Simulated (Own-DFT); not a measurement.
# What random displacements cost in 3C SiC, 64 atoms (C32Si32)

All numbers below are calculated, not measured. The program, named Own-DFT, is a retired in-house plane-wave density functional code that no person has reviewed. Each row is one single-point run on a periodic cell that was not relaxed, without spin or spin-orbit coupling.

Settings of every run: PBE; PseudoDojo norm-conserving scalar-relativistic files; cutoff 42 hartree; 4 x 4 x 4 k mesh centred on Gamma; Fermi-Dirac smearing of 0.1 eV.

Known limits, some of them of some rows only: some atoms lie very close together; forces on such cells passed a denser k mesh, each cell not checked; stress not checked against mesh or cutoff.

Cell vectors in Å: (8.719, 0.000, 0.000); (0.000, 8.719, 0.000); (0.000, 0.000, 8.719). In each run every atom was moved at random and independently from its ideal site; u is the rms move along one axis. E is the free energy for each atom above the fitted value at u = 0, and F the rms of the force components.

```
run   u (Å)  E (meV/atom)  F (eV/Å)  largest force (eV/Å)  P (GPa)
  1  0.0299          39.1     0.836                  3.09     3.76
  2  0.0323             ?         ?                     ?        ?
  3  0.0578         125.3     1.605                  5.51     5.78
  4  0.0592         145.0     1.835                  6.64     6.43
  5  0.0992         422.9     3.651                 14.23    13.43
  6  0.1064         497.2     4.190                 16.88    15.01
  7  0.1578         920.8     6.385                 35.74    24.00
```

## Worked fit

For small independent moves the energy grows as E = (3/2) K u², with K the mean stiffness felt by one atom. The runs with u up to 0.11 Å give K = 27.9 ± 1.2 eV/Å², with residuals divided by u² + 0.0006 Å², since the noise grows with the moves. The scatter is 8.0 meV/atom at u = 0.05 Å. The forces follow F = G u with G = 32.9 eV/Å²; no force at u = 0 is resolved. G exceeds K because the moves of its neighbours add to the force on an atom, and stiffness differs between atoms. At u = 0.158 Å the parabola gives 1042 meV/atom and the run 921. The pressure follows P = 2.51 + 1102 u² GPa: at fixed volume, shortened bonds push harder than stretched ones pull.

## Withheld run

Question: what energy and rms force should run 2 give?

The fit gives 44 ± 5 meV/atom and about 1.06 eV/Å. The calculation gave 49.4 meV/atom and 1.003 eV/Å.
